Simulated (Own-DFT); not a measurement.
Simulation results for GaP (zincblende, atoms displaced)

All values are calculated (Own-DFT development build). A calculation, not a measurement: plane-wave PBE density functional theory by an unreviewed code, no spin, of a simulated periodic cell, stress positive in tension, free energy of the whole cell less one offset for each atom, forces on such cells passed a denser k mesh, this cell's mesh not checked; offsets are fitted by least squares, one for each functional and potential file, so energies compare only between cells with the same atoms and settings and are not formation energies; the far tail of each file's local potential was reset to the Coulomb form; each entry is a single point on an unrelaxed cell, so the pressure reflects the starting lattice, mostly measured values (interpolated for alloys), from which strain is counted, and rises with the displacements; printed positions are rounded, which can move forces by about a meV/angstrom; the program, named Own-DFT, is a retired in-house code; no spin-orbit coupling; before rounding, a Quantum ESPRESSO 7.3.1 run of the same cell and cutoff gave forces within 1 meV/angstrom rms on each cell, which checks the program and not the settings.

Settings shared by all entries: functional PBE; potential files PseudoDojo norm-conserving, scalar-relativistic, standard set; wave cutoff 42 hartree; occupations Fermi-Dirac; smearing width 0.1 eV; k mesh 2 x 3 x 3 centred on Gamma.

(1) 
```cif
# cell vector a (Å): 16.3515 0.0000 0.0000
# cell vector b (Å): 0.0000 10.9010 0.0000
# cell vector c (Å): 0.0000 0.0000 10.9010
data_GaP
_symmetry_space_group_name_H-M 'P 1'
_symmetry_Int_Tables_number 1
_cell_length_a 16.3515
_cell_length_b 10.9010
_cell_length_c 10.9010
_cell_angle_alpha 90.000
_cell_angle_beta 90.000
_cell_angle_gamma 90.000
_cell_volume 1943.08
loop_
_atom_site_label
_atom_site_type_symbol
_atom_site_fract_x
_atom_site_fract_y
_atom_site_fract_z
_atom_site_occupancy
Ga1 Ga 0.00578 0.00493 0.00139 1
Ga2 Ga 0.00045 0.24341 0.24099 1
Ga3 Ga 0.16590 0.00604 0.25381 1
Ga4 Ga 0.16750 0.26084 0.01466 1
P1 P 0.08511 0.12644 0.12930 1
P2 P 0.09234 0.37290 0.36543 1
P3 P 0.24751 0.13483 0.37475 1
P4 P 0.24408 0.35943 0.12457 1
Ga5 Ga 0.00145 0.99494 0.50269 1
Ga6 Ga 0.00928 0.26097 0.73528 1
Ga7 Ga 0.16675 0.01160 0.73077 1
Ga8 Ga 0.16959 0.24581 0.51806 1
P5 P 0.08396 0.12933 0.62312 1
P6 P 0.07744 0.38345 0.87772 1
P7 P 0.24878 0.12078 0.86609 1
P8 P 0.25292 0.38996 0.62012 1
Ga9 Ga 0.00524 0.49377 0.99009 1
Ga10 Ga 0.00045 0.74564 0.25706 1
Ga11 Ga 0.16402 0.49931 0.26632 1
Ga12 Ga 0.16247 0.74785 0.00813 1
P9 P 0.09074 0.62185 0.11641 1
P10 P 0.07778 0.86214 0.37099 1
P11 P 0.25421 0.61876 0.36744 1
P12 P 0.25845 0.87591 0.11916 1
Ga13 Ga 0.99617 0.49171 0.49960 1
Ga14 Ga 0.00144 0.74695 0.75648 1
Ga15 Ga 0.16211 0.50210 0.75239 1
Ga16 Ga 0.16323 0.72869 0.50407 1
P13 P 0.08048 0.61954 0.61879 1
P14 P 0.06960 0.88611 0.86838 1
P15 P 0.24819 0.63372 0.87564 1
P16 P 0.24548 0.86003 0.62285 1
Ga17 Ga 0.33835 0.01189 0.00097 1
Ga18 Ga 0.33393 0.25258 0.25498 1
Ga19 Ga 0.49765 0.02232 0.25005 1
Ga20 Ga 0.49747 0.26883 0.00450 1
P17 P 0.41876 0.13069 0.12178 1
P18 P 0.41674 0.37328 0.38148 1
P19 P 0.58749 0.12987 0.37590 1
P20 P 0.58639 0.36491 0.11764 1
Ga21 Ga 0.34185 0.99797 0.48984 1
Ga22 Ga 0.33911 0.25066 0.74426 1
Ga23 Ga 0.49290 0.01010 0.75382 1
Ga24 Ga 0.49961 0.25642 0.49145 1
P21 P 0.41408 0.11938 0.62550 1
P22 P 0.41423 0.37327 0.87135 1
P23 P 0.58382 0.12921 0.86949 1
P24 P 0.59334 0.38301 0.62898 1
Ga25 Ga 0.33187 0.50059 0.99849 1
Ga26 Ga 0.32787 0.75914 0.24353 1
Ga27 Ga 0.49271 0.49294 0.24774 1
Ga28 Ga 0.48906 0.73746 0.00284 1
P25 P 0.40914 0.61849 0.12119 1
P26 P 0.42418 0.88784 0.36495 1
P27 P 0.59530 0.62487 0.38262 1
P28 P 0.58681 0.88074 0.11594 1
Ga29 Ga 0.33070 0.49272 0.50519 1
Ga30 Ga 0.33080 0.75738 0.73833 1
Ga31 Ga 0.50502 0.49759 0.74739 1
Ga32 Ga 0.50137 0.76690 0.50803 1
P29 P 0.41773 0.61150 0.62017 1
P30 P 0.42543 0.87988 0.86475 1
P31 P 0.57886 0.61900 0.87559 1
P32 P 0.57865 0.87999 0.62638 1
Ga33 Ga 0.66535 0.99700 0.99970 1
Ga34 Ga 0.66498 0.25671 0.24212 1
Ga35 Ga 0.83430 0.01042 0.25195 1
Ga36 Ga 0.83751 0.25781 0.98818 1
P33 P 0.74884 0.12249 0.13312 1
P34 P 0.75936 0.38973 0.38625 1
P35 P 0.91445 0.13117 0.37098 1
P36 P 0.91922 0.37419 0.12198 1
Ga37 Ga 0.67471 0.00638 0.51058 1
Ga38 Ga 0.66980 0.24217 0.74504 1
Ga39 Ga 0.83449 0.00409 0.74436 1
Ga40 Ga 0.83135 0.24550 0.49778 1
P37 P 0.74638 0.12181 0.63238 1
P38 P 0.74831 0.35772 0.86065 1
P39 P 0.91348 0.11798 0.88909 1
P40 P 0.92061 0.38191 0.62673 1
Ga41 Ga 0.66665 0.49355 0.99427 1
Ga42 Ga 0.67933 0.74559 0.24956 1
Ga43 Ga 0.84299 0.50213 0.25293 1
Ga44 Ga 0.84007 0.73362 0.01241 1
P41 P 0.74906 0.62065 0.12771 1
P42 P 0.75498 0.87905 0.36340 1
P43 P 0.91391 0.62255 0.36140 1
P44 P 0.91266 0.88411 0.11175 1
Ga45 Ga 0.67719 0.50242 0.49443 1
Ga46 Ga 0.67087 0.76697 0.74280 1
Ga47 Ga 0.84027 0.48655 0.76973 1
Ga48 Ga 0.84189 0.75479 0.49768 1
P45 P 0.74530 0.63022 0.61305 1
P46 P 0.75394 0.86666 0.88350 1
P47 P 0.90450 0.61801 0.86878 1
P48 P 0.91578 0.88581 0.62669 1
_calc_free_energy_of_cell_above_offsets '-40.836'  # eV
_calc_pressure 4.67  # GPa
_calc_stress_xx -4.61  # GPa
_calc_stress_yy -4.77  # GPa
_calc_stress_zz -4.64  # GPa
_calc_stress_yz -0.64  # GPa
_calc_stress_xz -0.46  # GPa
_calc_stress_xy -1.23  # GPa
```

Force:
```tsv
element	x (eV/Å)	y (eV/Å)	z (eV/Å)
Ga	-0.976	0.161	0.631
Ga	-0.185	1.031	0.886
Ga	0.435	-1.163	0.02
Ga	-2.242	-2.613	-3.534
P	0.212	-0.512	-0.86
P	-2.681	-2.003	2.471
P	0.497	-1.119	0.849
P	3.069	3.727	2.405
Ga	-0.223	0.518	-1.02
Ga	-1.371	-0.514	1.776
Ga	0.552	-1.977	1.546
Ga	0.706	1.418	-1.736
P	-0.94	-0.485	-0.753
P	2.774	-2.596	-1.665
P	-0.036	1.118	0.742
P	-1.85	-2.445	2.46
Ga	-2.443	2.427	2.059
Ga	-0.762	-0.166	-2.703
Ga	1.348	1.047	-2.827
Ga	1.044	1.942	-1.776
P	-1.898	-1.023	1.933
P	1.925	1.507	1.346
P	0.138	0.752	0.933
P	-2.09	1.405	-0.491
Ga	0.93	0.758	-1.743
Ga	-1.174	-0.34	-0.881
Ga	0.755	0.47	0.144
Ga	0.944	1.275	-1.47
P	-1.144	-0.489	1.273
P	2.894	-0.708	-0.052
P	0.073	-0.341	-0.299
P	-0.489	1.945	-1.627
Ga	-0.184	-1.057	-1.28
Ga	0.033	-0.256	-0.6
Ga	1.821	-1.156	-0.56
Ga	-0.241	-1.947	-1.451
P	-0.422	1.196	0.204
P	-0.945	0.518	-0.872
P	0.126	0.289	0.335
P	-0.335	2.317	0.87
Ga	-1.815	0.074	0.416
Ga	-1.305	-0.072	0.13
Ga	2.12	0.314	-0.642
Ga	1.412	-0.885	1.737
P	0.354	1.127	-1.132
P	0.338	0.859	0.025
P	-0.406	0.114	0.897
P	-0.614	-0.927	-1.132
Ga	-1.303	-0.865	-0.637
Ga	1.486	-0.957	1.18
Ga	1.689	0.819	0.147
Ga	1.805	1.264	-0.658
P	0.086	0.283	1.486
P	-0.551	-1.713	0.042
P	-2.14	0.663	-1.271
P	-1.657	-1.528	1.717
Ga	1.495	1.75	-2.04
Ga	1.503	-1.246	1.411
Ga	-0.471	-0.223	0.171
Ga	-0.462	-2.132	-1.451
P	0.078	1.792	0.184
P	-2.267	-1.441	1.579
P	0.863	1.028	0.067
P	1.089	1.629	0.797
Ga	0.818	0.817	-0.861
Ga	1.324	-0.65	1.587
Ga	0.137	-0.88	-0.751
Ga	-0.878	-0.714	1.456
P	-0.006	1.13	-1.505
P	0.008	-2.011	-2.057
P	1.259	-0.424	0.826
P	0.137	0.328	-0.263
Ga	-1.597	-1.754	-1.985
Ga	-2.013	0.307	-0.069
Ga	-0.384	-0.437	1.91
Ga	0.134	0.476	0.829
P	2.102	0.657	-0.707
P	0.473	1.691	1.706
P	0.983	0.8	-2.111
P	-1.326	-1.414	0.009
Ga	0.142	0.243	-0.355
Ga	-2.062	0.901	0.12
Ga	-1.98	-1.462	-1.773
Ga	-0.948	0.94	-0.458
P	0.869	-1.473	-0.698
P	0.164	0.169	1.8
P	1.835	1.171	2.722
P	0.951	-0.577	1.671
Ga	-1.565	-0.039	0.911
Ga	-0.415	-1.24	0.515
Ga	-2.398	-0.96	-2.959
Ga	-1.219	-0.133	-0.25
P	2.046	0.773	1.844
P	0.273	0.651	-0.553
P	3.41	1.881	1.751
P	0.754	-1.405	-0.009
```

(2) 
```cif
# cell vector a (Å): 16.3515 0.0000 0.0000
# cell vector b (Å): 0.0000 10.9010 0.0000
# cell vector c (Å): 0.0000 0.0000 10.9010
data_GaP
_symmetry_space_group_name_H-M 'P 1'
_symmetry_Int_Tables_number 1
_cell_length_a 16.3515
_cell_length_b 10.9010
_cell_length_c 10.9010
_cell_angle_alpha 90.000
_cell_angle_beta 90.000
_cell_angle_gamma 90.000
_cell_volume 1943.08
loop_
_atom_site_label
_atom_site_type_symbol
_atom_site_fract_x
_atom_site_fract_y
_atom_site_fract_z
_atom_site_occupancy
Ga1 Ga 0.00972 0.00937 0.00083 1
Ga2 Ga 0.00453 0.24206 0.25270 1
Ga3 Ga 0.16154 0.00942 0.25629 1
Ga4 Ga 0.16753 0.24972 0.99273 1
P1 P 0.07723 0.11758 0.13348 1
P2 P 0.07860 0.37426 0.36550 1
P3 P 0.24528 0.12613 0.38613 1
P4 P 0.24540 0.39362 0.12826 1
Ga5 Ga 0.99165 0.00121 0.51259 1
Ga6 Ga 0.99538 0.23918 0.76572 1
Ga7 Ga 0.16962 0.99493 0.74106 1
Ga8 Ga 0.17046 0.24832 0.49788 1
P5 P 0.07330 0.12292 0.62977 1
P6 P 0.09132 0.37153 0.88310 1
P7 P 0.24672 0.14842 0.87461 1
P8 P 0.24973 0.37427 0.62312 1
Ga9 Ga 0.99236 0.51086 0.99398 1
Ga10 Ga 0.99952 0.76225 0.25089 1
Ga11 Ga 0.18574 0.49717 0.23988 1
Ga12 Ga 0.17132 0.72623 0.99600 1
P9 P 0.07742 0.62281 0.13885 1
P10 P 0.08853 0.87621 0.37472 1
P11 P 0.25369 0.61832 0.38536 1
P12 P 0.23694 0.86861 0.12014 1
Ga13 Ga 0.99179 0.49718 0.49507 1
Ga14 Ga 0.00999 0.74206 0.74596 1
Ga15 Ga 0.16912 0.49628 0.74689 1
Ga16 Ga 0.17267 0.75038 0.48578 1
P13 P 0.07879 0.62089 0.61154 1
P14 P 0.08649 0.87667 0.89366 1
P15 P 0.25120 0.62415 0.87394 1
P16 P 0.25882 0.87519 0.62469 1
Ga17 Ga 0.33709 0.99904 0.99695 1
Ga18 Ga 0.32478 0.25242 0.26015 1
Ga19 Ga 0.50332 0.99624 0.23943 1
Ga20 Ga 0.49984 0.24792 0.00829 1
P17 P 0.41824 0.11192 0.11472 1
P18 P 0.42037 0.37190 0.36784 1
P19 P 0.57819 0.12592 0.37866 1
P20 P 0.58319 0.39469 0.12902 1
Ga21 Ga 0.33479 0.99512 0.49892 1
Ga22 Ga 0.33217 0.24997 0.75780 1
Ga23 Ga 0.50233 0.01902 0.75703 1
Ga24 Ga 0.50397 0.25842 0.50366 1
P21 P 0.40963 0.13404 0.64145 1
P22 P 0.41104 0.38256 0.89608 1
P23 P 0.57617 0.10931 0.87839 1
P24 P 0.58211 0.38298 0.63593 1
Ga25 Ga 0.32622 0.48346 0.99772 1
Ga26 Ga 0.33026 0.74343 0.24368 1
Ga27 Ga 0.50552 0.47060 0.25791 1
Ga28 Ga 0.50261 0.75683 0.02005 1
P25 P 0.40788 0.61013 0.13098 1
P26 P 0.41934 0.86976 0.38119 1
P27 P 0.58743 0.62229 0.39175 1
P28 P 0.57298 0.87461 0.13290 1
Ga29 Ga 0.33065 0.50065 0.51529 1
Ga30 Ga 0.34252 0.75763 0.74169 1
Ga31 Ga 0.50580 0.50316 0.74909 1
Ga32 Ga 0.49301 0.74391 0.49318 1
P29 P 0.42145 0.62148 0.62459 1
P30 P 0.43080 0.86738 0.89001 1
P31 P 0.58669 0.61332 0.87219 1
P32 P 0.58378 0.88135 0.61586 1
Ga33 Ga 0.65822 0.98818 0.00155 1
Ga34 Ga 0.67037 0.25377 0.26376 1
Ga35 Ga 0.82169 0.99473 0.24524 1
Ga36 Ga 0.83712 0.24334 0.01258 1
P33 P 0.74587 0.12691 0.12534 1
P34 P 0.75085 0.38159 0.39372 1
P35 P 0.91395 0.12331 0.38585 1
P36 P 0.90568 0.37388 0.13055 1
Ga37 Ga 0.66084 0.00386 0.49049 1
Ga38 Ga 0.67556 0.25623 0.76356 1
Ga39 Ga 0.82710 0.00412 0.75045 1
Ga40 Ga 0.83645 0.23702 0.49559 1
P37 P 0.75044 0.12001 0.62291 1
P38 P 0.75664 0.36842 0.89098 1
P39 P 0.91485 0.11815 0.86973 1
P40 P 0.92191 0.36584 0.64118 1
Ga41 Ga 0.67032 0.50365 0.99206 1
Ga42 Ga 0.66663 0.74649 0.23786 1
Ga43 Ga 0.83519 0.50202 0.23947 1
Ga44 Ga 0.82627 0.73289 0.98349 1
P41 P 0.74965 0.64138 0.12491 1
P42 P 0.74680 0.87264 0.37579 1
P43 P 0.91647 0.63705 0.39364 1
P44 P 0.92733 0.86475 0.12940 1
Ga45 Ga 0.66824 0.50350 0.52691 1
Ga46 Ga 0.65917 0.75577 0.74212 1
Ga47 Ga 0.82817 0.48679 0.75137 1
Ga48 Ga 0.82345 0.75774 0.50028 1
P45 P 0.74775 0.63067 0.60630 1
P46 P 0.74833 0.87505 0.87593 1
P47 P 0.91428 0.62245 0.88411 1
P48 P 0.92008 0.86927 0.62704 1
_calc_free_energy_of_cell_above_offsets '-37.295'  # eV
_calc_pressure 5.2  # GPa
_calc_stress_xx -5.22  # GPa
_calc_stress_yy -5.1  # GPa
_calc_stress_zz -5.27  # GPa
_calc_stress_yz -1.05  # GPa
_calc_stress_xz 0.89  # GPa
_calc_stress_xy 1.59  # GPa
```

Force:
```tsv
element	x (eV/Å)	y (eV/Å)	z (eV/Å)
Ga	-2.293	-1.415	-0.4
Ga	-1.929	0.626	0.411
Ga	0.843	-1.084	-0.282
Ga	-0.849	0.339	3.237
P	1.796	1.832	-0.746
P	1.619	0.602	0.784
P	1.268	-1.113	-1.259
P	2.931	-6.784	-3.581
Ga	0.979	-0.439	-1.138
Ga	1.774	1.332	-0.436
Ga	-0.844	0.547	1.106
Ga	-2.548	1.04	0.982
P	1.881	0.278	-0.05
P	-2.482	1.273	-1.086
P	0.837	-3.861	-0.44
P	0.094	-0.751	0.645
Ga	1.983	-2.126	2.184
Ga	1.336	-1.889	2.264
Ga	-5.806	4.462	5.14
Ga	-2.128	1.226	1.398
P	1.064	-0.601	-0.888
P	-1.067	0.601	0.843
P	0.319	0.112	-1.136
P	1.616	0.923	0.6
Ga	0.44	-0.936	0.571
Ga	-0.786	0.89	1.105
Ga	-0.766	0.677	-0.117
Ga	-0.721	0.091	1.4
P	1.668	-0.224	0.47
P	0.983	-1.137	-2.245
P	1.299	-0.805	-1.647
P	-1.25	-0.372	-0.273
Ga	-1.599	-1.012	-0.649
Ga	0.775	-0.265	-1.083
Ga	-2.121	1.684	2.709
Ga	0.337	0.606	-0.177
P	-0.526	1.618	2.043
P	-2.028	-0.923	2.431
P	0.03	0.35	-0.99
P	2.52	-3.147	-2.31
Ga	0.67	0.918	0.153
Ga	0.224	2.226	0.221
Ga	-2.256	-3.194	-2.762
Ga	-0.976	-0.419	0.494
P	1.399	-0.931	-2.009
P	2.679	-2.056	-3.162
P	3.23	3.768	2.217
P	1.009	-2.013	-0.119
Ga	-0.454	3.212	0.732
Ga	-0.225	0.768	0.479
Ga	-0.883	4.342	1.007
Ga	-1.368	-3.843	-1.047
P	1.576	0.222	-0.297
P	-0.996	1.047	-1.984
P	-0.299	-0.505	-1.785
P	3.942	-0.727	-0.029
Ga	1.163	-0.266	-1.073
Ga	0.423	-0.622	1.661
Ga	-2.036	-0.073	1.237
Ga	1.674	0.016	0.805
P	-0.482	-0.024	0.526
P	-1.822	1.177	-2.347
P	-0.258	2.408	0.465
P	-1.588	-0.037	0.613
Ga	0.699	0.423	0.261
Ga	-0.375	0.563	-0.285
Ga	1.979	-0.181	0.166
Ga	-0.018	-0.899	-0.847
P	-0.87	-0.523	-0.088
P	0.241	-0.139	-0.881
P	0.872	-1.349	-2.637
P	2.916	-0.624	-0.553
Ga	0.943	-0.347	0.591
Ga	-1.207	-1.192	-0.699
Ga	0.803	-1.264	-0.311
Ga	-0.896	2.049	1.819
P	-0.971	0.838	-0.142
P	-0.456	0.343	-0.239
P	-0.558	-0.421	2.315
P	-0.955	0.415	-1.421
Ga	0.388	-0.045	1.211
Ga	-1.47	0.796	2.423
Ga	-1.111	1.559	2.516
Ga	0.541	2.333	1.18
P	0.383	-2.586	-0.721
P	-1.039	0.56	-0.906
P	-0.603	-0.223	-2.34
P	-3.222	2.422	-2.503
Ga	-1.413	-1.479	-2.435
Ga	0.772	-0.502	0.219
Ga	0.71	1.186	-0.509
Ga	2.022	0.433	-0.003
P	1.163	0.65	4.265
P	-0.445	-0.277	-0.274
P	-0.227	0.241	-3.546
P	-1.593	-0.379	0.989
```
